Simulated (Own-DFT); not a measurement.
# A change of arrangement and its cost: As32Ga32, 64 atoms

These are calculations, not measurements. The program, named Own-DFT, is a retired in-house plane-wave density functional code that no person has reviewed. Each row is one single-point run on a periodic cell that was not relaxed, without spin or spin-orbit coupling.

Settings of every run: PBE; PseudoDojo norm-conserving scalar-relativistic files; cutoff 42 hartree; 3 x 3 x 3 k mesh centred on Gamma; Fermi-Dirac smearing of 0.1 eV.

Known limits, some of them of some rows only: not probed for a lower state with spin; forces on such cells failed a check on a denser k mesh; forces not confirmed at this smearing and k mesh; stress not checked against mesh or cutoff.

All cells hold the same atoms in the same cell, with vectors in Å (11.307, 0.000, 0.000); (0.000, 11.307, 0.000); (0.000, 0.000, 11.307). Every atom was moved at random from its ideal site; u is the rms move along one axis. The defect's site can differ from row to row. E is the free energy of the cell above the lowest run. The arrangements:

- A: zincblende GaAs
- B: zincblende GaAs, with one As on a Ga site and one Ga on an As site, 2.4 Å apart

```
arrangement   u (Å)  E (eV)  P (GPa)
          A  0.0189   0.000     3.49
          A  0.0201   0.090     3.52
          A  0.0206   0.107     3.52
          A  0.0516   2.133     3.95
          A  0.0518   2.511     4.01
          A  0.0553   2.560     4.01
          B  0.0290   3.135     3.93
          B  0.0327   3.347     3.97
          B  0.0329   3.561     4.04
          B  0.0474   4.291     4.16
          B  0.0522   4.871     4.24
          B  0.0577   5.456     4.40
```

Question: once the cost of the random moves is taken out, how do the arrangements rank?

## Worked answer

Fit E = a + b u², with one b for all and one a for each arrangement, and with residuals divided by u², since the noise grows with the moves. Then b = 947 eV/Å², the scatter at u = 0.04 Å is 0.13 eV, and against A:

- B: 2.68 ± 0.06 eV (higher)

These are energies of unrelaxed cells. Relaxing the atoms lowers the strained arrangements most, so the gaps would shrink and small ones could change sign.
